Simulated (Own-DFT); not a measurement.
Simulation results for GaN (wurtzite, strained, atoms displaced)

All values are calculated (Own-DFT development build). A calculation, not a measurement: plane-wave PBE density functional theory by an unreviewed code, no spin, of a simulated periodic cell, stress positive in tension, free energy of the whole cell less one offset for each atom, forces on such cells passed a denser k mesh, this cell's mesh not checked; offsets are fitted by least squares, one for each functional and potential file, so energies compare only between cells with the same atoms and settings and are not formation energies; the far tail of each file's local potential was reset to the Coulomb form; each entry is a single point on an unrelaxed cell, so the pressure reflects the starting lattice, mostly measured values (interpolated for alloys), from which strain is counted, and rises with the displacements; printed positions are rounded, which can move forces by about a meV/angstrom; the program, named Own-DFT, is a retired in-house code; no spin-orbit coupling.

Settings shared by all entries: functional PBE; potential files PseudoDojo norm-conserving, scalar-relativistic, standard set with the stringent files for Ga; wave cutoff 96 hartree; occupations Gaussian; smearing width 0.01 eV; k mesh 3 x 4 x 3 centred on Gamma.

(1) 
```cif
# cell vector a (Å): 12.7560 0.0000 0.0000
# cell vector b (Å): -4.7835 8.2853 0.0000
# cell vector c (Å): 0.0000 0.0000 10.3441
data_GaN
_symmetry_space_group_name_H-M 'P 1'
_symmetry_Int_Tables_number 1
_cell_length_a 12.7560
_cell_length_b 9.5670
_cell_length_c 10.3441
_cell_angle_alpha 90.000
_cell_angle_beta 90.000
_cell_angle_gamma 120.000
_cell_volume 1093.24
loop_
_atom_site_label
_atom_site_type_symbol
_atom_site_fract_x
_atom_site_fract_y
_atom_site_fract_z
_atom_site_occupancy
Ga1 Ga 0.08512 0.20912 0.98899 1
Ga2 Ga 0.17798 0.11506 0.25282 1
N1 N 0.08735 0.22489 0.19660 1
N2 N 0.17037 0.11295 0.43899 1
Ga3 Ga 0.07856 0.21591 0.50130 1
Ga4 Ga 0.16676 0.10976 0.75349 1
N3 N 0.07867 0.21518 0.67838 1
N4 N 0.16389 0.11168 0.93898 1
Ga5 Ga 0.08355 0.55834 0.00589 1
Ga6 Ga 0.16683 0.44696 0.25709 1
N5 N 0.08973 0.55578 0.18334 1
N6 N 0.16013 0.44061 0.43978 1
Ga7 Ga 0.08850 0.55685 0.49332 1
Ga8 Ga 0.16147 0.44379 0.74673 1
N7 N 0.07583 0.54005 0.68665 1
N8 N 0.16810 0.44318 0.95194 1
Ga9 Ga 0.08384 0.88761 0.99860 1
Ga10 Ga 0.16911 0.78375 0.25428 1
N9 N 0.07861 0.89071 0.18784 1
N10 N 0.16382 0.76888 0.43050 1
Ga11 Ga 0.08255 0.89777 0.49685 1
Ga12 Ga 0.16411 0.77828 0.75028 1
N11 N 0.08694 0.89872 0.69661 1
N12 N 0.16960 0.77371 0.93637 1
Ga13 Ga 0.32946 0.21656 0.99558 1
Ga14 Ga 0.41004 0.10836 0.24838 1
N13 N 0.32702 0.22107 0.18580 1
N14 N 0.41486 0.10835 0.44006 1
Ga15 Ga 0.33338 0.22041 0.49764 1
Ga16 Ga 0.41614 0.10631 0.74240 1
N15 N 0.32584 0.21825 0.68647 1
N16 N 0.41800 0.11454 0.93468 1
Ga17 Ga 0.32966 0.55283 0.00153 1
Ga18 Ga 0.41407 0.44356 0.24680 1
N17 N 0.33127 0.55310 0.18410 1
N18 N 0.41398 0.43590 0.43673 1
Ga19 Ga 0.32810 0.55589 0.50033 1
Ga20 Ga 0.41643 0.44213 0.75344 1
N19 N 0.33120 0.55228 0.69382 1
N20 N 0.41471 0.44726 0.93258 1
Ga21 Ga 0.33815 0.88661 0.99446 1
Ga22 Ga 0.42767 0.79139 0.25227 1
N21 N 0.34291 0.89003 0.18802 1
N22 N 0.41453 0.77709 0.43749 1
Ga23 Ga 0.33706 0.88854 0.50346 1
Ga24 Ga 0.41991 0.77717 0.75650 1
N23 N 0.33740 0.89513 0.69616 1
N24 N 0.41896 0.78608 0.93795 1
Ga25 Ga 0.58646 0.22121 0.00664 1
Ga26 Ga 0.67204 0.11922 0.25371 1
N25 N 0.58575 0.23206 0.19012 1
N26 N 0.66677 0.10634 0.43704 1
Ga27 Ga 0.59016 0.21510 0.50531 1
Ga28 Ga 0.66318 0.11239 0.75099 1
N27 N 0.58629 0.22784 0.68928 1
N28 N 0.66821 0.11829 0.93511 1
Ga29 Ga 0.58569 0.55755 0.99673 1
Ga30 Ga 0.66506 0.44660 0.25195 1
N29 N 0.57811 0.55209 0.18995 1
N30 N 0.67757 0.45500 0.44160 1
Ga31 Ga 0.58641 0.55667 0.50286 1
Ga32 Ga 0.67508 0.45105 0.75121 1
N31 N 0.58573 0.56413 0.68296 1
N32 N 0.66367 0.44414 0.94846 1
Ga33 Ga 0.58955 0.89368 0.00225 1
Ga34 Ga 0.66579 0.77435 0.24949 1
N33 N 0.58339 0.88796 0.18507 1
N34 N 0.66852 0.78437 0.43808 1
Ga35 Ga 0.59222 0.88600 0.50018 1
Ga36 Ga 0.66365 0.78026 0.75683 1
N35 N 0.58929 0.88772 0.69537 1
N36 N 0.66087 0.77211 0.93961 1
Ga37 Ga 0.83522 0.22046 0.00459 1
Ga38 Ga 0.91893 0.11473 0.25550 1
N37 N 0.83500 0.21498 0.18704 1
N38 N 0.91796 0.11382 0.44655 1
Ga39 Ga 0.82829 0.21423 0.50334 1
Ga40 Ga 0.90993 0.10551 0.74652 1
N39 N 0.83422 0.22171 0.68725 1
N40 N 0.91469 0.10571 0.93330 1
Ga41 Ga 0.83794 0.56139 0.00425 1
Ga42 Ga 0.92011 0.44744 0.24238 1
N41 N 0.83393 0.55835 0.18963 1
N42 N 0.91113 0.43440 0.43261 1
Ga43 Ga 0.83184 0.55256 0.49826 1
Ga44 Ga 0.92124 0.45162 0.74357 1
N43 N 0.83610 0.55888 0.69158 1
N44 N 0.91511 0.43796 0.93684 1
Ga45 Ga 0.84061 0.89316 0.99543 1
Ga46 Ga 0.91004 0.76673 0.25521 1
N45 N 0.82713 0.87825 0.18927 1
N46 N 0.91511 0.77324 0.43142 1
Ga47 Ga 0.83052 0.88092 0.50246 1
Ga48 Ga 0.91628 0.78684 0.74465 1
N47 N 0.83736 0.89644 0.68732 1
N48 N 0.91520 0.78561 0.93670 1
_calc_free_energy_of_cell_above_offsets '-5.086'  # eV
_calc_pressure 7.54  # GPa
_calc_stress_xx -7.55  # GPa
_calc_stress_yy -6.21  # GPa
_calc_stress_zz -8.87  # GPa
_calc_stress_yz -0.05  # GPa
_calc_stress_xz 0.68  # GPa
_calc_stress_xy 1.05  # GPa
```

Force:
| element | x (eV/Å) | y (eV/Å) | z (eV/Å) |
| --- | --- | --- | --- |
| Ga | -3.233 | 2.692 | 2.696 |
| Ga | -3.576 | -1.163 | 0.045 |
| N | -0.145 | -0.77 | -0.86 |
| N | -0.591 | -0.105 | -0.141 |
| Ga | 0.823 | 0.69 | -1.102 |
| Ga | -0.756 | 1.375 | -0.666 |
| N | 0.256 | 0.449 | 2.835 |
| N | 2.505 | -1.669 | -0.8 |
| Ga | 0.424 | -0.967 | -1.648 |
| Ga | 0.779 | -0.495 | -1.572 |
| N | -1.317 | 0.734 | 1.927 |
| N | 1.497 | -0.237 | 0.285 |
| Ga | -2.159 | -0.892 | 0.806 |
| Ga | 1.38 | -1.088 | 1.323 |
| N | 0.702 | 2.991 | -1.068 |
| N | -1.21 | -0.855 | -2.32 |
| Ga | 0.079 | -0.314 | 0.336 |
| Ga | 0.209 | -0.312 | -2.451 |
| N | 1.024 | -0.302 | 0.185 |
| N | -0.152 | 1.709 | 2.49 |
| Ga | 0.756 | -1.272 | 0.452 |
| Ga | 0.549 | -0.525 | -0.249 |
| N | -0.098 | -2.001 | -1.732 |
| N | -0.839 | 0.603 | 0.294 |
| Ga | 0.631 | 1.034 | 0.052 |
| Ga | 1.061 | 0.564 | 0.097 |
| N | 2.515 | 0.669 | -0.871 |
| N | 0.891 | 0.229 | -0.118 |
| Ga | 0.132 | 0.185 | 0.883 |
| Ga | -0.701 | 2.35 | 1.247 |
| N | 1.499 | 0.521 | 0.22 |
| N | 0.21 | -0.316 | 0.289 |
| Ga | 0.756 | 0.78 | -0.316 |
| Ga | -0.351 | 0.206 | 0.334 |
| N | 0.25 | 0.954 | 1.517 |
| N | -0.12 | 1.47 | 0.143 |
| Ga | 1.087 | -0.569 | 0.23 |
| Ga | 0.029 | -0.114 | -1.486 |
| N | -0.281 | 0.577 | -0.79 |
| N | 0.564 | -0.5 | 1.624 |
| Ga | -1.336 | 1.155 | 0.915 |
| Ga | -0.66 | -2.094 | -0.297 |
| N | -1.891 | 0.273 | -0.451 |
| N | 1.195 | 0.108 | 0.711 |
| Ga | -0.803 | -0.079 | -0.094 |
| Ga | -0.21 | -0.273 | -0.927 |
| N | -0.063 | -2.406 | -1.46 |
| N | 1.677 | -1.266 | 0.423 |
| Ga | -1.038 | 0.298 | -0.864 |
| Ga | -0.509 | -0.664 | -1.087 |
| N | 0.175 | -1.424 | 0.786 |
| N | -0.019 | -0.327 | 0.364 |
| Ga | -1.782 | 1.153 | -0.942 |
| Ga | 1.095 | 0.178 | -0.014 |
| N | -0.167 | -0.165 | -0.053 |
| N | 0.667 | -0.743 | 0.95 |
| Ga | -1.108 | -0.768 | 0.911 |
| Ga | 0.072 | 0.428 | 0.084 |
| N | 0.525 | 0.293 | -0.277 |
| N | -2.216 | -2.007 | -0.605 |
| Ga | -0.659 | -0.407 | -1.167 |
| Ga | -1.484 | -0.248 | 0.781 |
| N | 0.435 | -0.805 | 1.659 |
| N | 1.345 | 0.205 | -1.463 |
| Ga | -0.871 | -0.007 | -0.649 |
| Ga | -0.387 | 0.074 | -0.329 |
| N | 0.976 | 1.198 | 0.834 |
| N | 1.274 | -1.644 | -0.512 |
| Ga | -2.607 | 0.264 | 1.053 |
| Ga | 1.681 | -0.728 | -0.419 |
| N | -1.886 | 0.95 | -1.426 |
| N | 1.02 | 1.232 | 0.164 |
| Ga | 0.012 | -0.06 | -1.324 |
| Ga | 1.18 | -1.067 | -0.147 |
| N | -0.756 | 0.965 | 0.469 |
| N | -0.623 | -1.526 | -1.077 |
| Ga | 0.806 | 1.102 | -0.326 |
| Ga | 0.72 | 1.717 | 0.13 |
| N | -1.189 | 0.236 | 0.452 |
| N | 0.019 | 0.891 | 0.286 |
| Ga | -0.392 | -0.506 | -0.984 |
| Ga | 0.164 | -0.397 | 0.73 |
| N | 0.233 | -1.231 | -0.295 |
| N | 0.382 | 0.77 | 0.413 |
| Ga | 2.162 | 0.563 | 0.558 |
| Ga | -1.16 | -1.759 | 1.366 |
| N | 0.156 | 0.763 | -0.793 |
| N | -0.142 | 1.127 | 0.269 |
| Ga | -2.079 | -0.5 | 1.668 |
| Ga | 0.121 | 1.928 | -1.86 |
| N | 0.643 | 1.221 | -0.286 |
| N | 0.099 | 0.585 | 2.69 |
| Ga | 0.332 | 1.052 | -0.702 |
| Ga | 0.855 | -0.701 | 0.877 |
| N | -0.973 | -1.873 | -0.207 |
| N | 1.911 | -1.377 | -0.624 |

(2) 
```cif
# cell vector a (Å): 12.7560 0.0000 0.0000
# cell vector b (Å): -4.7835 8.2853 0.0000
# cell vector c (Å): 0.0000 0.0000 10.3441
data_GaN
_symmetry_space_group_name_H-M 'P 1'
_symmetry_Int_Tables_number 1
_cell_length_a 12.7560
_cell_length_b 9.5670
_cell_length_c 10.3441
_cell_angle_alpha 90.000
_cell_angle_beta 90.000
_cell_angle_gamma 120.000
_cell_volume 1093.24
loop_
_atom_site_label
_atom_site_type_symbol
_atom_site_fract_x
_atom_site_fract_y
_atom_site_fract_z
_atom_site_occupancy
Ga1 Ga 0.08114 0.22949 0.99291 1
Ga2 Ga 0.17137 0.11045 0.25253 1
N1 N 0.08297 0.21532 0.19120 1
N2 N 0.17430 0.10736 0.43508 1
Ga3 Ga 0.08158 0.22266 0.50432 1
Ga4 Ga 0.15971 0.11146 0.75167 1
N3 N 0.09079 0.22871 0.68725 1
N4 N 0.16202 0.10776 0.94282 1
Ga5 Ga 0.08894 0.56383 0.99652 1
Ga6 Ga 0.17517 0.45444 0.23977 1
N5 N 0.08107 0.55526 0.18551 1
N6 N 0.16840 0.45488 0.43932 1
Ga7 Ga 0.08565 0.55743 0.50693 1
Ga8 Ga 0.16662 0.43950 0.74579 1
N7 N 0.08696 0.55257 0.69682 1
N8 N 0.16985 0.45180 0.93792 1
Ga9 Ga 0.09006 0.89133 0.98991 1
Ga10 Ga 0.16890 0.77839 0.24573 1
N9 N 0.07999 0.89977 0.18815 1
N10 N 0.16932 0.77991 0.43502 1
Ga11 Ga 0.08417 0.88260 0.50628 1
Ga12 Ga 0.16637 0.77501 0.74708 1
N11 N 0.07999 0.88058 0.68751 1
N12 N 0.16305 0.77425 0.92589 1
Ga13 Ga 0.32722 0.22061 0.00155 1
Ga14 Ga 0.41860 0.11257 0.24710 1
N13 N 0.33143 0.23512 0.18165 1
N14 N 0.41334 0.10461 0.43583 1
Ga15 Ga 0.33823 0.22522 0.50331 1
Ga16 Ga 0.42037 0.10947 0.74672 1
N15 N 0.32560 0.21500 0.69645 1
N16 N 0.41604 0.11015 0.93935 1
Ga17 Ga 0.33793 0.56236 0.00270 1
Ga18 Ga 0.41583 0.44638 0.24899 1
N17 N 0.32857 0.54809 0.18936 1
N18 N 0.41304 0.43139 0.44162 1
Ga19 Ga 0.33036 0.54805 0.49940 1
Ga20 Ga 0.41457 0.44410 0.75304 1
N19 N 0.33161 0.55438 0.68848 1
N20 N 0.42388 0.45736 0.94435 1
Ga21 Ga 0.33228 0.89090 0.00427 1
Ga22 Ga 0.41745 0.77921 0.24343 1
N21 N 0.33247 0.89399 0.19578 1
N22 N 0.41742 0.77298 0.44490 1
Ga23 Ga 0.32967 0.88251 0.50074 1
Ga24 Ga 0.41469 0.77644 0.75490 1
N23 N 0.33295 0.87765 0.68007 1
N24 N 0.41032 0.76811 0.93658 1
Ga25 Ga 0.57920 0.21626 0.00291 1
Ga26 Ga 0.66328 0.10520 0.24600 1
N25 N 0.58099 0.22507 0.18872 1
N26 N 0.66310 0.11361 0.43825 1
Ga27 Ga 0.58503 0.21792 0.50001 1
Ga28 Ga 0.67270 0.12129 0.74586 1
N27 N 0.58674 0.22663 0.69341 1
N28 N 0.66817 0.11278 0.94449 1
Ga29 Ga 0.57984 0.55754 0.99841 1
Ga30 Ga 0.67466 0.44717 0.25213 1
N29 N 0.58233 0.55452 0.19406 1
N30 N 0.66979 0.44510 0.43926 1
Ga31 Ga 0.57680 0.54429 0.49757 1
Ga32 Ga 0.66567 0.44672 0.74974 1
N31 N 0.58353 0.55458 0.68618 1
N32 N 0.66128 0.44925 0.94189 1
Ga33 Ga 0.57971 0.89073 0.99625 1
Ga34 Ga 0.67252 0.79036 0.23970 1
N33 N 0.58564 0.89816 0.18934 1
N34 N 0.66294 0.78464 0.44227 1
Ga35 Ga 0.57391 0.88553 0.49343 1
Ga36 Ga 0.67162 0.78608 0.75060 1
N35 N 0.58121 0.88110 0.68591 1
N36 N 0.67047 0.78412 0.94325 1
Ga37 Ga 0.83857 0.22114 0.99435 1
Ga38 Ga 0.91795 0.10650 0.24482 1
N37 N 0.83692 0.23174 0.17973 1
N38 N 0.91677 0.11090 0.43737 1
Ga39 Ga 0.82824 0.20913 0.50684 1
Ga40 Ga 0.91226 0.10029 0.74447 1
N39 N 0.83368 0.21758 0.68522 1
N40 N 0.91677 0.11384 0.94032 1
Ga41 Ga 0.83999 0.56612 0.00508 1
Ga42 Ga 0.91998 0.43446 0.25043 1
N41 N 0.83471 0.55999 0.18740 1
N42 N 0.92447 0.45862 0.43095 1
Ga43 Ga 0.83445 0.56887 0.48249 1
Ga44 Ga 0.91450 0.44356 0.74135 1
N43 N 0.82635 0.55662 0.69345 1
N44 N 0.91906 0.44974 0.93797 1
Ga45 Ga 0.83273 0.89241 0.99588 1
Ga46 Ga 0.90879 0.77022 0.25237 1
N45 N 0.82765 0.87957 0.19391 1
N46 N 0.90974 0.77073 0.43619 1
Ga47 Ga 0.82967 0.88691 0.49339 1
Ga48 Ga 0.92124 0.77541 0.75400 1
N47 N 0.83944 0.89223 0.68888 1
N48 N 0.91155 0.77827 0.94457 1
_calc_free_energy_of_cell_above_offsets '-4.326'  # eV
_calc_pressure 7.62  # GPa
_calc_stress_xx -7.83  # GPa
_calc_stress_yy -8.14  # GPa
_calc_stress_zz -6.9  # GPa
_calc_stress_yz -0.15  # GPa
_calc_stress_xz 0.37  # GPa
_calc_stress_xy -0.85  # GPa
```

Force:
| element | x (eV/Å) | y (eV/Å) | z (eV/Å) |
| --- | --- | --- | --- |
| Ga | 0.968 | -0.268 | 1.679 |
| Ga | -0.782 | 0.419 | -0.374 |
| N | -0.284 | 1.433 | -0.805 |
| N | -1.491 | 0.059 | 1.684 |
| Ga | 1.045 | 0.223 | -2.004 |
| Ga | 1.528 | -0.896 | 0.257 |
| N | -1.714 | -1.507 | 0.187 |
| N | -0.231 | 1.136 | -1.359 |
| Ga | -0.888 | -1.236 | 0.074 |
| Ga | -2.923 | -2.539 | 1.861 |
| N | 1.091 | 0.758 | -0.464 |
| N | 0.416 | -1.497 | -0.625 |
| Ga | -0.428 | 0.293 | -0.846 |
| Ga | 0.36 | 1.31 | 1.155 |
| N | -1.229 | -0.079 | -1.239 |
| N | 0.487 | -0.491 | -0.151 |
| Ga | -1.783 | -0.722 | 2.009 |
| Ga | -2.151 | -0.124 | 0.706 |
| N | 1.268 | -2.11 | -0.724 |
| N | -0.503 | -0.675 | 0.451 |
| Ga | -0.432 | 0.704 | -1.99 |
| Ga | 0.636 | 0.236 | -0.971 |
| N | 0.297 | 0.965 | 0.721 |
| N | 0.941 | 1.142 | 1.983 |
| Ga | 0.772 | 0.88 | -0.973 |
| Ga | -1.102 | 1.235 | 0.688 |
| N | 1.302 | -1.496 | 1.04 |
| N | 0.684 | 0.639 | 0.589 |
| Ga | -0.364 | -2.132 | 0.539 |
| Ga | -0.965 | -0.467 | 0.345 |
| N | 1.133 | 0.432 | -0.482 |
| N | -0.54 | -0.405 | -0.2 |
| Ga | -0.322 | -1.868 | -0.262 |
| Ga | 0.977 | 0.03 | 0.59 |
| N | 1.813 | 2.641 | -0.657 |
| N | -0.62 | 1.834 | -1.006 |
| Ga | 0.385 | 0.458 | 0.359 |
| Ga | 0.44 | 0.187 | -0.087 |
| N | 0.416 | -0.097 | 0.14 |
| N | -1.877 | -1.947 | -1.113 |
| Ga | -0.132 | -0.25 | -0.748 |
| Ga | 0.016 | -0.375 | 1.615 |
| N | 0.864 | -0.704 | -1.591 |
| N | -1.79 | -0.805 | -2.149 |
| Ga | 0.56 | 0.375 | -1.248 |
| Ga | 0.778 | -0.396 | -1.56 |
| N | -0.754 | 1.241 | 1.87 |
| N | -0.161 | 2.293 | 1.093 |
| Ga | 0.271 | 1.777 | -0.488 |
| Ga | 0.203 | 2.892 | 0.564 |
| N | 0.873 | -0.265 | 0.261 |
| N | 1.495 | -0.748 | -0.514 |
| Ga | -1.503 | 0.902 | 0.149 |
| Ga | -0.65 | -1.959 | 1.135 |
| N | -0.213 | -0.54 | -1.009 |
| N | -0.098 | 0.03 | -1.285 |
| Ga | 1.792 | 0.636 | 1.359 |
| Ga | -1.542 | -0.304 | -0.608 |
| N | 0.046 | 0.82 | -0.374 |
| N | -0.782 | -0.713 | -0.13 |
| Ga | 0.486 | 1.712 | 0.135 |
| Ga | -0.45 | 0.255 | 1.114 |
| N | -0.652 | 0.272 | 0.334 |
| N | 1.46 | -0.754 | -0.18 |
| Ga | 0.626 | -0.012 | -0.046 |
| Ga | -1.809 | -2.554 | 2.041 |
| N | -0.486 | -2.016 | -1.175 |
| N | 0.746 | -1.1 | -1.111 |
| Ga | 1.803 | 0.802 | 1.382 |
| Ga | -0.094 | -1.163 | -0.338 |
| N | -0.521 | 1.482 | 0.591 |
| N | -1.144 | -0.226 | -0.669 |
| Ga | -1.771 | 1.522 | 0.421 |
| Ga | -0.352 | 0.647 | 0.315 |
| N | 0.024 | -2.532 | 0.847 |
| N | 0.024 | -0.022 | 0.036 |
| Ga | -0.245 | 1.388 | -2.507 |
| Ga | 0.58 | 1.932 | 0.983 |
| N | 0.34 | 0.57 | 1.053 |
| N | 0.727 | -0.694 | -1.476 |
| Ga | -0.832 | -1.874 | -0.948 |
| Ga | -0.847 | 1.637 | -0.214 |
| N | 0.91 | -1.05 | 0.612 |
| N | -0.424 | -1.385 | 1.819 |
| Ga | 1.059 | -3.802 | 2.86 |
| Ga | -0.285 | 0.669 | 1.172 |
| N | 1.837 | 0.121 | -1.481 |
| N | 0.051 | -0.366 | -0.587 |
| Ga | 0.565 | -0.082 | 1.203 |
| Ga | 1.424 | 1.384 | -0.798 |
| N | 1.299 | 2.014 | -1.579 |
| N | 0.577 | 3.916 | -0.051 |
| Ga | -0.139 | -0.113 | 0.675 |
| Ga | -1.43 | -0.617 | 0.176 |
| N | -0.021 | -1.413 | -0.615 |
| N | 1.364 | 1.084 | -1.061 |
